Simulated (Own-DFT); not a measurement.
Simulation results for GaN (wurtzite, atoms displaced)

A calculation, not a measurement: plane-wave PBE density functional theory by an unreviewed code, no spin, of a simulated periodic cell, stress positive in tension, free energy of the whole cell less one offset for each atom, forces on such cells passed a denser k mesh, this cell's mesh not checked; offsets are fitted by least squares, one for each functional and potential file, so energies compare only between cells with the same atoms and settings and are not formation energies; the far tail of each file's local potential was reset to the Coulomb form; each entry is a single point on an unrelaxed cell, so the pressure reflects the starting lattice, mostly measured values (interpolated for alloys), from which strain is counted, and rises with the displacements; printed positions are rounded, which can move forces by about a meV/angstrom; the program, named Own-DFT, is a retired in-house code; no spin-orbit coupling. Program: Own-DFT development build.

Settings shared by all entries: functional PBE; potential files PseudoDojo norm-conserving, scalar-relativistic, standard set with the stringent files for Ga; wave cutoff 96 hartree; occupations Gaussian; smearing width 0.01 eV; k mesh 3 x 4 x 3 centred on Gamma.

(1) GaN (wurtzite, atoms displaced)

```
CELL_PARAMETERS angstrom
12.75600 0.00000 0.00000
-4.78350 8.28530 0.00000
0.00000 0.00000 10.37000
ATOMIC_POSITIONS crystal
Ga 0.08164 0.22405 0.00284
Ga 0.16793 0.10847 0.24703
N 0.08142 0.22028 0.18708
N 0.16758 0.10962 0.43726
Ga 0.08602 0.22448 0.50234
Ga 0.16506 0.10642 0.74888
N 0.08198 0.22037 0.69124
N 0.16692 0.11516 0.93896
Ga 0.08480 0.55568 0.99865
Ga 0.16673 0.44193 0.24969
N 0.08506 0.55755 0.18683
N 0.17231 0.45075 0.43964
Ga 0.08158 0.55119 0.49695
Ga 0.16946 0.44552 0.74727
N 0.08162 0.54995 0.68806
N 0.16819 0.44597 0.94108
Ga 0.08149 0.88767 0.99911
Ga 0.16768 0.78253 0.25028
N 0.08196 0.89069 0.18662
N 0.16491 0.77767 0.43924
Ga 0.08605 0.89084 0.49830
Ga 0.16734 0.77671 0.75184
N 0.08042 0.88531 0.69145
N 0.16746 0.77681 0.93580
Ga 0.33121 0.22073 0.99529
Ga 0.41687 0.11221 0.24786
N 0.33173 0.21781 0.18679
N 0.41562 0.11158 0.43766
Ga 0.33170 0.22095 0.50089
Ga 0.41550 0.10931 0.75002
N 0.33325 0.22440 0.68674
N 0.41767 0.11026 0.93902
Ga 0.32994 0.55206 0.99419
Ga 0.41469 0.44587 0.25065
N 0.33355 0.55331 0.18235
N 0.41804 0.44569 0.43817
Ga 0.33313 0.55474 0.49743
Ga 0.41740 0.44643 0.74704
N 0.33582 0.55499 0.69059
N 0.41481 0.44149 0.94003
Ga 0.33175 0.88839 0.00263
Ga 0.41381 0.77412 0.25044
N 0.32873 0.88673 0.18851
N 0.41789 0.77587 0.43989
Ga 0.33407 0.88354 0.49868
Ga 0.41828 0.77994 0.74948
N 0.33270 0.89022 0.68700
N 0.41449 0.77372 0.94016
Ga 0.58334 0.22499 0.99921
Ga 0.66504 0.11134 0.24609
N 0.58558 0.22336 0.18635
N 0.66699 0.10957 0.43905
Ga 0.58637 0.22700 0.49926
Ga 0.66654 0.11016 0.75002
N 0.58497 0.22300 0.68974
N 0.66716 0.11166 0.93629
Ga 0.58396 0.55956 0.99948
Ga 0.66684 0.44488 0.25086
N 0.58227 0.55578 0.18454
N 0.66791 0.44660 0.43446
Ga 0.58312 0.55519 0.49546
Ga 0.66637 0.44335 0.75490
N 0.58471 0.55681 0.68841
N 0.66760 0.44392 0.93959
Ga 0.58408 0.88978 0.00122
Ga 0.66900 0.77741 0.24825
N 0.58196 0.88719 0.18793
N 0.66400 0.77681 0.43737
Ga 0.58203 0.88959 0.50092
Ga 0.66542 0.77700 0.74771
N 0.58352 0.88949 0.69179
N 0.66696 0.77936 0.94056
Ga 0.83141 0.22003 0.99980
Ga 0.91877 0.11237 0.25110
N 0.83295 0.22321 0.18945
N 0.91970 0.11440 0.43956
Ga 0.83263 0.22126 0.50035
Ga 0.91740 0.11297 0.75023
N 0.83186 0.21830 0.69122
N 0.91676 0.11144 0.94014
Ga 0.83331 0.55771 0.99663
Ga 0.91897 0.44719 0.25242
N 0.83491 0.55828 0.19244
N 0.91724 0.44143 0.43724
Ga 0.83248 0.55477 0.50108
Ga 0.91423 0.44703 0.74932
N 0.83111 0.55421 0.69147
N 0.91786 0.44615 0.94036
Ga 0.83228 0.88851 0.99806
Ga 0.91374 0.77884 0.25126
N 0.83422 0.89003 0.18814
N 0.91967 0.78080 0.44098
Ga 0.83391 0.88577 0.49841
Ga 0.91396 0.77590 0.74834
N 0.83381 0.88962 0.68501
N 0.91525 0.77755 0.94014
```

- free energy of cell above offsets: -10.443 eV
- pressure: 5.38 GPa
- stress xx: -5.79 GPa
- stress yy: -5.15 GPa
- stress zz: -5.19 GPa
- stress yz: 0.02 GPa
- stress xz: -0.17 GPa
- stress xy: -0.34 GPa

Force:
```csv
element,x (eV/Å),y (eV/Å),z (eV/Å)
Ga,0.306,-0.07,-0.619
Ga,-0.477,0.363,0.224
N,0.515,0.213,0.607
N,-0.39,0.437,-0.039
Ga,-0.06,-0.21,-0.18
Ga,-0.104,0.46,0.352
N,0.461,0.28,-0.397
N,-0.243,-0.747,-0.25
Ga,-0.266,0.012,0.19
Ga,-0.07,0.378,-0.303
N,0.044,-0.024,0.465
N,-0.596,-1.003,-0.432
Ga,0.035,0.629,0.574
Ga,-0.327,-0.325,0.64
N,-0.12,0.554,-0.174
N,-0.659,-0.573,-0.913
Ga,0.255,0.307,-0.151
Ga,-0.574,-0.739,0.036
N,0.033,-0.525,0.18
N,0.586,-0.293,-0.156
Ga,-0.233,-0.164,0.704
Ga,-0.213,-0.314,-0.698
N,0.392,0.01,-0.535
N,-0.367,0.251,0.604
Ga,0.376,0.075,0.614
Ga,0.165,-0.077,0.261
N,0.052,0.768,-0.122
N,0.542,-0.158,0.065
Ga,0.406,0.113,-0.356
Ga,0.112,0.425,-0.136
N,0.093,-0.404,0.378
N,-0.3,-0.062,-0.17
Ga,0.807,0.335,0.57
Ga,0.518,-0.473,-0.597
N,-0.458,0.131,0.803
N,-0.287,-0.364,-0.059
Ga,0.715,0.244,0.825
Ga,0.476,-0.348,0.704
N,-0.564,0.48,-0.724
N,0.4,0.43,-0.726
Ga,0.387,-0.138,-0.478
Ga,0.162,0.138,-0.45
N,0.976,0.385,0.23
N,-0.233,0.002,-0.394
Ga,-0.702,0.761,0.025
Ga,-0.363,-0.199,0.466
N,0.296,-0.368,0.023
N,0.055,0.716,-0.326
Ga,0.332,-0.44,-0.017
Ga,0.548,-0.238,0.593
N,-0.625,0.022,0.181
N,-0.352,0.272,-0.285
Ga,-0.317,-0.697,0.124
Ga,-0.039,0.159,0.035
N,-0.346,-0.01,-0.247
N,-0.329,-0.096,0.464
Ga,-0.159,-0.661,-0.184
Ga,0.013,0.152,-0.908
N,0.207,-0.167,0.792
N,0.034,-0.03,0.739
Ga,0.095,0.166,0.691
Ga,-0.4,-0.058,-0.606
N,0.092,-0.309,-0.309
N,-0.45,0.393,0.125
Ga,-0.5,-0.12,-0.239
Ga,-0.642,0.058,0.068
N,-0.045,0.054,0.28
N,0.485,0.249,0.012
Ga,0.497,0.063,0.09
Ga,0.39,0.232,0.357
N,-0.063,-0.115,-0.643
N,-0.005,-0.033,-0.698
Ga,0.144,0.49,0.181
Ga,-0.617,-0.04,0.025
N,0.209,-0.048,-0.066
N,-0.026,-0.338,-0.009
Ga,0.226,-0.273,0.191
Ga,-0.045,-0.38,0.181
N,-0.145,0.721,-0.469
N,-0.087,-0.092,-0.285
Ga,0.428,-0.307,1.071
Ga,-0.133,-0.17,-0.837
N,-0.156,-0.22,-0.631
N,-0.541,0.26,0.573
Ga,0.354,0.216,-0.153
Ga,0.887,-0.706,0.423
N,-0.099,0.089,-0.64
N,-0.186,-0.187,-0.364
Ga,0.159,0.267,0.34
Ga,0.716,-0.038,-0.04
N,-0.215,0.162,-0.051
N,-0.088,-0.619,-0.296
Ga,-0.556,0.618,-0.009
Ga,0.012,0.358,0.34
N,-0.236,-0.079,0.557
N,0.014,0.153,-0.608
```

(2) GaN (wurtzite, atoms displaced)

```
CELL_PARAMETERS angstrom
12.75600 0.00000 0.00000
-4.78350 8.28530 0.00000
0.00000 0.00000 10.37000
ATOMIC_POSITIONS crystal
Ga 0.08006 0.21864 0.00293
Ga 0.16548 0.10994 0.25447
N 0.08273 0.22087 0.19069
N 0.16876 0.11384 0.43661
Ga 0.08298 0.22121 0.49846
Ga 0.16489 0.11023 0.75294
N 0.08442 0.22500 0.68697
N 0.16550 0.10851 0.93878
Ga 0.08863 0.55542 0.99946
Ga 0.16775 0.44235 0.25045
N 0.08343 0.55689 0.18516
N 0.16724 0.44392 0.44059
Ga 0.08191 0.55411 0.49855
Ga 0.17033 0.44674 0.74779
N 0.08089 0.55283 0.68948
N 0.16727 0.44376 0.93763
Ga 0.08480 0.88629 0.00194
Ga 0.16574 0.77344 0.25133
N 0.08292 0.88731 0.19079
N 0.16696 0.77491 0.43938
Ga 0.08163 0.88885 0.49832
Ga 0.16358 0.77532 0.74914
N 0.08065 0.88680 0.68721
N 0.16601 0.78338 0.93834
Ga 0.33665 0.22288 0.00233
Ga 0.41985 0.11373 0.24884
N 0.33112 0.21920 0.18970
N 0.41634 0.11013 0.43690
Ga 0.33508 0.22186 0.49885
Ga 0.42067 0.11266 0.74955
N 0.32878 0.22081 0.68735
N 0.41554 0.10452 0.93693
Ga 0.33290 0.55572 0.00186
Ga 0.41560 0.44324 0.24605
N 0.33247 0.55524 0.18693
N 0.41631 0.43885 0.44063
Ga 0.33293 0.55333 0.50084
Ga 0.41597 0.44310 0.75277
N 0.33534 0.55477 0.68663
N 0.41970 0.44511 0.94046
Ga 0.33291 0.88949 0.99911
Ga 0.41759 0.77963 0.25136
N 0.33501 0.88825 0.18849
N 0.42150 0.77968 0.43659
Ga 0.33190 0.88839 0.49760
Ga 0.41435 0.77790 0.74605
N 0.33516 0.89262 0.69013
N 0.42147 0.77998 0.93977
Ga 0.58556 0.22535 0.99718
Ga 0.66623 0.10765 0.25360
N 0.58528 0.22356 0.18830
N 0.66756 0.10666 0.43778
Ga 0.58286 0.22125 0.50042
Ga 0.66608 0.10980 0.75214
N 0.58432 0.22069 0.68753
N 0.66890 0.11090 0.94078
Ga 0.58184 0.55394 0.00213
Ga 0.66495 0.44612 0.25212
N 0.58155 0.56003 0.18637
N 0.66644 0.44596 0.43747
Ga 0.58270 0.55108 0.50349
Ga 0.66577 0.44507 0.75145
N 0.58370 0.55907 0.68957
N 0.66550 0.44341 0.93564
Ga 0.57965 0.88334 0.00165
Ga 0.66769 0.77778 0.24562
N 0.58330 0.88962 0.18831
N 0.66644 0.77881 0.43848
Ga 0.58084 0.88412 0.49773
Ga 0.66854 0.78542 0.74818
N 0.58521 0.88808 0.68874
N 0.66797 0.77452 0.93571
Ga 0.83378 0.22315 0.00015
Ga 0.91785 0.10989 0.24840
N 0.83230 0.22191 0.18640
N 0.91610 0.11373 0.44128
Ga 0.83238 0.22509 0.49874
Ga 0.91760 0.11125 0.75105
N 0.83241 0.21944 0.69039
N 0.91703 0.11491 0.93936
Ga 0.83548 0.55514 0.99849
Ga 0.91486 0.44364 0.24727
N 0.83048 0.55273 0.18510
N 0.91875 0.44294 0.43511
Ga 0.83528 0.55489 0.50061
Ga 0.91570 0.44674 0.74945
N 0.83230 0.55636 0.68614
N 0.91565 0.44400 0.93889
Ga 0.83605 0.89024 0.00041
Ga 0.91833 0.77787 0.25090
N 0.83382 0.88673 0.18621
N 0.91648 0.77843 0.44005
Ga 0.83718 0.89542 0.50112
Ga 0.91669 0.77936 0.74901
N 0.83285 0.88820 0.68716
N 0.91903 0.77936 0.93639
```

* free energy of cell above offsets: -10.290 eV
* pressure: 5.41 GPa
* stress xx: -5.27 GPa
* stress yy: -4.87 GPa
* stress zz: -6.08 GPa
* stress yz: -0.02 GPa
* stress xz: -0.04 GPa
* stress xy: -0.37 GPa

Force:
```csv
element,x (eV/Å),y (eV/Å),z (eV/Å)
Ga,0.659,0.296,-0.406
Ga,0.235,-0.157,-0.872
N,0.197,0.082,-0.148
N,-0.171,-0.496,0.674
Ga,0.025,0.117,0.364
Ga,0.001,-0.093,-0.403
N,0.032,-0.333,0.194
N,0.092,0.43,0.533
Ga,-1.124,0.276,-0.357
Ga,-0.504,0.338,0.114
N,0.28,-0.562,0.544
N,-0.089,0.139,-0.441
Ga,0.384,-0.074,0.429
Ga,-0.486,-0.338,0.162
N,0.382,0.3,-0.308
N,0.362,-0.187,-0.065
Ga,-0.849,0.538,0.122
Ga,0.168,0.571,-0.248
N,0.252,0.129,-0.033
N,-0.428,0.207,-0.096
Ga,0.473,0.185,0.241
Ga,0.194,0.431,-0.005
N,0.319,0.33,-0.143
N,1.122,-1.105,-0.252
Ga,-0.486,-0.481,-0.468
Ga,-0.158,-0.369,-0.073
N,0.218,0.19,-0.114
N,0.224,-0.046,0.13
Ga,-0.304,-0.273,0.4
Ga,-1.006,0.093,-0.039
N,0.943,0.03,0.304
N,0.023,1.194,0.177
Ga,0.286,0.081,-0.549
Ga,-0.027,0.032,0.837
N,0.071,0.083,0.5
N,-0.261,0.8,-0.773
Ga,0.453,0.141,-0.456
Ga,0.346,-0.003,-0.327
N,-0.308,0.309,0.352
N,-0.784,-0.357,-0.059
Ga,0.377,-0.515,0.197
Ga,0.165,-0.275,-0.404
N,-0.508,0.109,0.049
N,-1.363,-0.734,0.364
Ga,0.562,0.021,0.394
Ga,0.832,0.077,0.622
N,-0.449,-0.606,-0.614
N,-1.426,-0.804,-0.679
Ga,0.147,-0.67,0.435
Ga,-0.045,0.466,-0.782
N,-0.113,0.096,-0.066
N,-0.67,0.522,0.417
Ga,0.339,-0.089,-0.345
Ga,0.314,-0.085,0.003
N,-0.069,0.416,0.049
N,-0.496,-0.304,-0.233
Ga,0.662,0.513,-0.711
Ga,0.112,-0.061,-0.573
N,0.498,-0.77,0.383
N,0.536,-0.368,0.352
Ga,-0.321,0.891,-0.323
Ga,-0.062,0.164,-0.558
N,0.074,-0.397,0.166
N,0.197,0.309,0.546
Ga,1.234,0.887,-0.213
Ga,-0.24,0.363,0.941
N,0.125,-0.244,0.077
N,0.649,-0.414,-0.277
Ga,0.893,0.552,0.644
Ga,0.42,-1.005,0.377
N,-1.133,0.327,-0.402
N,-0.214,0.475,0.564
Ga,-0.225,0.016,-0.055
Ga,-0.763,0.008,0.436
N,0.357,-0.214,0.536
N,0.323,0.081,-0.785
Ga,0.266,-0.497,0.603
Ga,-0.028,0.179,-0.219
N,-0.151,0.524,-0.377
N,0.259,-0.537,-0.074
Ga,-0.586,0.219,-0.115
Ga,0.169,-0.042,-0.24
N,0.03,0.462,0.573
N,-0.633,0.332,0.123
Ga,-0.369,0.038,-0.354
Ga,0.044,-0.646,0.262
N,0.065,-0.114,0.332
N,0.704,0.27,-0.195
Ga,-0.348,-0.276,-0.553
Ga,-0.35,-0.468,-0.113
N,0.13,0.278,0.391
N,0.012,-0.13,-0.364
Ga,-0.703,-0.819,-0.253
Ga,-0.15,-0.236,0.055
N,0.263,0.461,0.277
N,-0.097,-0.18,0.274
```

(3) GaN (wurtzite, atoms displaced)

```
CELL_PARAMETERS angstrom
12.75600 0.00000 0.00000
-4.78350 8.28530 0.00000
0.00000 0.00000 10.37000
ATOMIC_POSITIONS crystal
Ga 0.08001 0.22277 0.00089
Ga 0.16708 0.11133 0.25108
N 0.08188 0.21858 0.18871
N 0.16742 0.11625 0.43714
Ga 0.08529 0.22593 0.50154
Ga 0.16736 0.11506 0.75029
N 0.08425 0.22034 0.68757
N 0.16717 0.11512 0.94036
Ga 0.08007 0.55207 0.00096
Ga 0.16814 0.44717 0.25240
N 0.08130 0.55635 0.19022
N 0.16620 0.44563 0.44160
Ga 0.08340 0.55670 0.49595
Ga 0.16764 0.44615 0.75117
N 0.08303 0.55321 0.68905
N 0.16742 0.44662 0.93905
Ga 0.08317 0.88548 0.99907
Ga 0.16228 0.77307 0.25308
N 0.08389 0.89078 0.18822
N 0.16549 0.77535 0.43941
Ga 0.08618 0.88960 0.49791
Ga 0.16573 0.78072 0.74927
N 0.08486 0.88931 0.68869
N 0.16720 0.78159 0.93704
Ga 0.33514 0.22391 0.00203
Ga 0.41423 0.11026 0.25020
N 0.33534 0.22562 0.19029
N 0.41609 0.10889 0.43963
Ga 0.33425 0.22062 0.49804
Ga 0.41879 0.10930 0.74820
N 0.33273 0.22299 0.68918
N 0.41568 0.11012 0.93761
Ga 0.33489 0.55901 0.00030
Ga 0.41415 0.44293 0.25041
N 0.33338 0.55347 0.18802
N 0.41406 0.44519 0.43648
Ga 0.33506 0.54798 0.50389
Ga 0.41860 0.44548 0.74757
N 0.33020 0.55399 0.68987
N 0.41963 0.44185 0.93733
Ga 0.33361 0.88600 0.99930
Ga 0.41624 0.77606 0.24705
N 0.33151 0.88770 0.18651
N 0.41561 0.77561 0.44284
Ga 0.33200 0.88935 0.49970
Ga 0.41506 0.77920 0.75305
N 0.33506 0.89075 0.69170
N 0.41830 0.77891 0.94165
Ga 0.58579 0.22391 0.00368
Ga 0.66314 0.11112 0.25183
N 0.58263 0.22023 0.19101
N 0.66807 0.11430 0.43753
Ga 0.58381 0.22208 0.49816
Ga 0.66639 0.10859 0.74981
N 0.58457 0.22562 0.69064
N 0.67139 0.11539 0.93870
Ga 0.58620 0.55623 0.99823
Ga 0.66475 0.44362 0.25276
N 0.58347 0.55265 0.18783
N 0.66692 0.44455 0.43714
Ga 0.58648 0.55909 0.49931
Ga 0.66427 0.44124 0.74912
N 0.58095 0.55462 0.68678
N 0.66166 0.43995 0.93951
Ga 0.58575 0.89070 0.00041
Ga 0.66235 0.77430 0.25214
N 0.58717 0.89036 0.19242
N 0.66505 0.77808 0.43662
Ga 0.58334 0.89239 0.50164
Ga 0.66663 0.77504 0.75249
N 0.58259 0.88542 0.69199
N 0.66659 0.77861 0.93842
Ga 0.83849 0.22500 0.00280
Ga 0.91604 0.11012 0.25542
N 0.83092 0.21829 0.18878
N 0.91487 0.11150 0.43749
Ga 0.83450 0.21985 0.50751
Ga 0.91510 0.11356 0.75196
N 0.83386 0.22116 0.68834
N 0.91806 0.10969 0.94175
Ga 0.83214 0.55035 0.00086
Ga 0.91533 0.44271 0.24775
N 0.83277 0.55428 0.19013
N 0.91764 0.44516 0.43818
Ga 0.83140 0.55372 0.49688
Ga 0.91532 0.44501 0.74941
N 0.83244 0.55409 0.68717
N 0.91866 0.44381 0.93591
Ga 0.83262 0.88244 0.99918
Ga 0.91798 0.78083 0.25036
N 0.83314 0.88810 0.19197
N 0.91593 0.77687 0.43933
Ga 0.83045 0.88878 0.50044
Ga 0.91456 0.77809 0.74967
N 0.83528 0.88972 0.68818
N 0.91688 0.78167 0.93916
```

* free energy of cell above offsets: -10.189 eV
* pressure: 5.43 GPa
* stress xx: -5.62 GPa
* stress yy: -4.9 GPa
* stress zz: -5.78 GPa
* stress yz: -0.09 GPa
* stress xz: -0.02 GPa
* stress xy: 0.73 GPa

Force:
```csv
element,x (eV/Å),y (eV/Å),z (eV/Å)
Ga,1.087,0.078,0.174
Ga,-0.11,0.14,-0.455
N,-0.199,0.752,0.349
N,0.34,-0.629,0.262
Ga,-0.408,-0.463,-0.16
Ga,0.337,-0.524,0.435
N,-0.804,0.402,0.304
N,0.088,-0.358,-0.044
Ga,0.652,0.964,-0.188
Ga,-0.183,-0.681,-0.177
N,0.449,-0.413,-0.291
N,0.431,0.099,-0.475
Ga,-0.082,-0.45,1.066
Ga,-0.366,-0.461,-0.043
N,-0.308,0.419,-0.287
N,-0.065,-0.025,0.214
Ga,-0.251,1.056,0.125
Ga,0.271,0.822,-0.626
N,0.219,-0.324,0.15
N,0.157,0.558,-0.14
Ga,-0.887,0.206,0.456
Ga,0.419,-0.565,0.091
N,-0.607,0.228,-0.281
N,0.338,-0.922,0.211
Ga,-0.212,-0.361,-0.406
Ga,0.253,-0.214,-0.156
N,-0.164,-0.564,-0.068
N,0.051,0.24,-0.254
Ga,-0.361,0.316,0.516
Ga,-0.776,0.598,0.577
N,0.528,-0.117,-0.5
N,0.56,0.004,0.308
Ga,0.414,-0.91,-0.245
Ga,0.544,0.375,-0.196
N,-0.291,0.303,-0.028
N,1.435,-0.452,0.232
Ga,-1.342,1.188,-0.096
Ga,-0.67,-0.387,0.579
N,0.766,0.397,0.243
N,-0.654,0.762,0.07
Ga,-0.6,0.638,-0.004
Ga,-0.024,0.306,0.79
N,0.014,-0.175,0.551
N,-0.032,-0.012,-0.596
Ga,0.574,-0.56,0.369
Ga,0.386,-0.466,-0.307
N,-0.325,-0.345,-0.647
N,0.199,0.03,-0.276
Ga,-0.441,-0.794,-0.431
Ga,0.913,-0.024,-0.172
N,-0.443,0.239,-0.044
N,0.125,-0.185,0.67
Ga,-0.075,0.071,0.477
Ga,-0.168,0.235,0.317
N,0.39,-0.818,-0.8
N,-0.207,-0.271,0.101
Ga,-0.699,-0.099,0.472
Ga,0.322,0.048,-0.644
N,-0.491,0.207,0.094
N,-0.401,-0.155,0.417
Ga,-0.569,-0.398,-0.119
Ga,0.121,0.655,0.282
N,0.732,0.269,-0.024
N,1.104,0.594,-0.377
Ga,-0.023,0.381,0.323
Ga,0.971,0.086,-0.492
N,-0.949,-0.199,-0.714
N,-0.039,0.12,0.7
Ga,-0.124,-0.417,-0.062
Ga,0.034,0.251,-0.437
N,-0.071,0.287,-0.289
N,0.233,-0.188,0.12
Ga,-0.402,-0.608,-0.119
Ga,-0.082,-0.03,-1.021
N,0.055,0.373,0.207
N,0.46,-0.05,1.003
Ga,-0.335,0.613,-1.567
Ga,0.993,-0.346,0.155
N,-0.445,0.125,0.721
N,-0.653,-0.249,-0.606
Ga,-0.33,0.495,-0.112
Ga,-0.135,-0.412,0.611
N,-0.156,0.111,-0.287
N,-0.253,-0.455,0.004
Ga,0.608,0.274,0.315
Ga,0.423,0.156,-0.32
N,-0.366,0.096,0.137
N,-0.606,-0.023,0.338
Ga,-0.569,0.985,0.938
Ga,-0.112,-0.326,0.06
N,-0.373,-0.158,-0.464
N,0.029,0.289,0.02
Ga,0.604,0.036,-0.224
Ga,0.782,-0.073,-0.115
N,-0.787,0.068,0.137
N,0.612,-1.29,-0.306
```
